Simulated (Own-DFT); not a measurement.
# Device materials side by side: how hard are they to compress?

The numbers are computed, not measured, by runs of the plane-wave DFT program Own-DFT (in-house, retired, unreviewed) at fixed positions, with no spin and no spin-orbit coupling.

Keep in mind (not all hold for every row): forces on such cells moved up to 12 meV/angstrom on a denser k mesh; forces not confirmed at this smearing and k mesh; k mesh not checked against a denser one; forces on such cells passed a denser k mesh, each cell not checked; stress not checked against mesh or cutoff.

All runs are PBE with PseudoDojo norm-conserving files; cutoff and k mesh are each material's own. Every cell starts from measured lattice constants and was given uniform random strains and small random moves of its atoms. Each triple is the change of volume in per cent, the rms move u in Å and the pressure in GPa.

- 3C SiC (C32Si32), 10.36 Å³/atom unstrained: (-2.05, 0.050, 10.65); (-1.16, 0.048, 8.26); (-0.50, 0.048, 6.40); (-0.18, 0.048, 5.92); (0.68, 0.052, 4.14); (1.62, 0.054, 2.39); (2.44, 0.047, -0.23)
- wurtzite AlN (Al64N64), 10.45 Å³/atom unstrained: (-3.48, 0.049, 13.86); (-3.47, 0.048, 13.69); (-2.65, 0.050, 12.04); (-0.57, 0.049, 7.10); (-0.54, 0.047, 6.62); (-0.30, 0.049, 6.92); (3.27, 0.050, -0.66)
- wurtzite GaN (Ga48N48), 11.42 Å³/atom unstrained: (-1.73, 0.051, 11.00); (-1.46, 0.046, 9.71); (-1.33, 0.047, 9.44); (-0.33, 0.050, 7.68); (-0.12, 0.051, 7.41); (0.64, 0.048, 5.83); (1.29, 0.047, 4.24)
- diamond silicon (Si64), 20.02 Å³/atom unstrained: withheld
- zincblende InP (In48P48), 25.27 Å³/atom unstrained: (-1.85, 0.050, 5.21); (-0.20, 0.050, 4.00); (0.38, 0.051, 3.59); (0.57, 0.048, 3.30); (1.67, 0.048, 2.44); (2.08, 0.048, 2.13); (2.52, 0.050, 2.08)
- grey tin (Sn64), 34.15 Å³/atom unstrained: (-2.22, 0.050, 5.03); (-2.09, 0.050, 4.93); (-1.05, 0.052, 4.38); (0.06, 0.053, 3.88); (1.02, 0.049, 3.14); (1.68, 0.051, 2.84); (2.11, 0.047, 2.63)

## What the rows give

Fit a line to each set against the fractional change of volume; B is minus its slope, and u is nearly the same within a set. To take it to zero pressure, assume that B rises by 4 GPa for each GPa: B0 = B - 4 x (mean pressure). The bond length of an ideal tetrahedral crystal with the unstrained volume v is d = (√3/4)(8 v)^(1/3). Cohen's empirical rule reads B0 = (1971 - 220 L) d^(-3.5) GPa, with L = 0 for group IV crystals and SiC and 1 for III-V compounds.

```
material,L,d (Å),B (GPa),mean P (GPa),B0 (GPa),rule (GPa)
3C SiC (C32Si32),0,1.888,231 ± 9,5.4,209 ± 9,213
wurtzite AlN (Al64N64),1,1.893,217 ± 6,8.5,183 ± 6,188
wurtzite GaN (Ga48N48),1,1.950,206 ± 10,7.9,174 ± 10,169
diamond silicon (Si64),0,2.352,?,?,?,99
zincblende InP (In48P48),1,2.541,76 ± 3,3.2,63 ± 3,67
grey tin (Sn64),0,2.810,56 ± 2,3.8,40 ± 2,53
```

A line through ln[B0/(1971 - 220 L)] against ln d has a slope of -4.0 ± 0.2 and a scatter of 7 %. Against the rule, B0 stands at 98 % for 3C SiC, 97 % for wurtzite AlN, 103 % for wurtzite GaN, 94 % for zincblende InP, 76 % for grey tin. PBE tends to make silicon and heavier crystals too soft, and the rule itself is only a guide.

## The run left out

Question: what B0 does the fitted trend give for diamond silicon (Si64)?

The straight line predicts 89 GPa. Its own runs give B = 98 ± 3 GPa at a mean pressure of 2.4 GPa, so B0 = 89 GPa.
